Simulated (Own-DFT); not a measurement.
# Which defects push the lattice out? 4H SiC

No measurement is shown. These are fixed-geometry runs of a retired plane-wave code named Own-DFT, which no person has reviewed; spin and spin-orbit coupling are neglected.

All runs used: PBE; PseudoDojo norm-conserving scalar-relativistic files; cutoff 42 hartree; 4 x 4 x 3 k mesh centred on Gamma; Fermi-Dirac smearing of 0.1 eV.

Limits (not all hold for every row): a neutral cation vacancy leaves holes that likely carry spin, which these runs leave out; some atoms lie very close together; not probed for a lower state with spin; forces on such cells failed a check on a denser k mesh; forces on such cells passed a denser k mesh, each cell not checked; stress not checked against mesh or cutoff.

All runs share one cell, with vectors in Å (9.248, 0.000, 0.000); (-4.624, 8.009, 0.000); (0.000, 0.000, 10.068) and a volume of 745.7 Å³. The atoms are randomly displaced, by u rms on each axis. The defect's site can differ from row to row.

| cell | formula | u (Å) | P (GPa) |
|---|---|---|---|
| no defect | C36Si36 | 0.0289 | 3.77 |
| no defect | C36Si36 | 0.0581 | 6.26 |
| no defect | C36Si36 | 0.0584 | 5.59 |
| two N on a C site each | C34N2Si36 | 0.0292 | 2.80 |
| two N on a C site each | C34N2Si36 | 0.0342 | 2.95 |
| two N on a C site each | C34N2Si36 | 0.0525 | ? |
| two N on a C site each | C34N2Si36 | 0.0530 | 4.48 |
| one C on a Si site | C37Si35 | 0.0502 | 3.57 |
| one C on a Si site | C37Si35 | 0.0516 | 3.06 |
| one C on a Si site | C37Si35 | 0.0519 | 4.08 |
| one Si on a C site | C35Si37 | 0.0508 | 12.41 |
| one Si on a C site | C35Si37 | 0.0532 | 12.09 |
| one Si on a C site | C35Si37 | 0.0542 | 12.49 |
| one Si vacancy | C36Si35 | 0.0302 | 3.13 |
| one Si vacancy | C36Si35 | 0.0305 | 3.41 |
| one Si vacancy | C36Si35 | 0.0310 | 3.11 |

## What the rows give

P = P0 + c u² + a shift for each defect gives P0 = 3.06 GPa, c = 843 ± 128 GPa/Å² and a scatter of 0.33 GPa. The shifts, and each times the cell's volume:

- one Si on a C site: 6.92 ± 0.27 GPa, 32.2 eV
- one Si vacancy: -0.64 ± 0.34 GPa, -3.0 eV (not resolved)
- two N on a C site each: -1.01 ± 0.29 GPa, -4.7 eV (-2.4 eV for each of its 2 sites)
- one C on a Si site: -1.70 ± 0.27 GPa, -7.9 eV

Positive is outwards. The product with the volume (160.2 GPa Å³ to the eV) is nearly free of the cell's size; divided by the bulk modulus at the cell's pressure it gives the volume that the defect adds. The atoms around the defects weren't relaxed, which would change these numbers.

## Test on the hidden row

Question: what pressure belongs in the blank (two N on a C site each, u = 0.0525 Å)?

Estimate: 4.38 ± 0.41 GPa. DFT gave 4.47 GPa.
